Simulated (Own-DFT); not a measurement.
# Forces on the neighbours of a vacancy: 2H SiC, 71 atoms (C36Si35), with one Si vacancy

All numbers below are calculated, not measured. They come from Own-DFT, an in-house plane-wave density functional program, since retired, whose code no person has reviewed. Each row is one single-point run on a periodic cell that was not relaxed, without spin or spin-orbit coupling.

Settings of every run: PBE; PseudoDojo norm-conserving scalar-relativistic files; cutoff 42 hartree; 4 x 4 x 3 k mesh centred on Gamma; Fermi-Dirac smearing of 0.1 eV.

Known limits: a neutral cation vacancy leaves holes that likely carry spin, which these runs leave out; not probed for a lower state with spin; forces on such cells moved up to 12 meV/angstrom on a denser k mesh; stress not checked against mesh or cutoff.

Cell vectors in Å: (9.248, 0.000, 0.000); (-4.624, 8.009, 0.000); (0.000, 0.000, 10.068). Every atom was also moved at random, by a Gaussian of width 0.05 Å on each axis. The defect's site can differ from row to row. The empty site has 4 nearest neighbours, all C. For each, d is its distance from the empty site and R the part of its force along the line away from it, positive outwards. The last column is the rms force component on atoms over 4.5 Å away.

```
run  d1 (Å)  d2 (Å)  d3 (Å)  d4 (Å)  R1 (eV/Å)  R2 (eV/Å)  R3 (eV/Å)  R4 (eV/Å)  far F (eV/Å)
  1   1.855   1.873   1.909   1.921       1.57       1.08       0.87       1.45          1.50
  2   1.847   1.872   1.884   1.906       1.52       1.45       1.40       1.43          1.57
  3   1.794   1.944   1.951   1.952       2.43       0.71      -0.13       0.75          1.95
  4   1.832   1.856   1.868   1.923       1.77       1.97       1.07       1.50          2.14
  5   1.858   1.870   1.877   1.914       1.80       1.66       1.69       1.07          1.24
  6   1.829   1.866   1.908   1.955       1.70       1.90       1.56       0.58          1.38
  7   1.728   1.893   1.924   1.925       2.61       0.88       0.92       0.98          1.56
  8   1.865   1.875   1.909   1.915       1.28       1.59       0.45       1.72          1.13
  9   1.847   1.912   1.917   1.932          ?          ?          ?          ?             ?
```

## Worked fit

A straight line through the 32 neighbours shown gives R = 1.35 - 9.4 (d - 1.884) eV/Å, with a scatter of 0.35 left by the moves of the other atoms. The slope, with an error of 1.3, is the pull back towards the neighbour's own site. The constant, 1.35 ± 0.06 eV/Å, is the force at the mean distance: with one bond gone, the neighbours are pushed outwards, away from the empty site. It shows how a relaxation would start, not where it would end, and it depends somewhat on the width of the random moves.

## Withheld run

Question: what mean R should the neighbours of run 9 feel? Their mean d is 1.902 Å.

The line gives 1.18 ± 0.13 eV/Å, by the scatter of the means of the runs shown. The calculation gave R = 1.38, 0.52, 0.97, 0.82, a mean of 0.92 eV/Å.
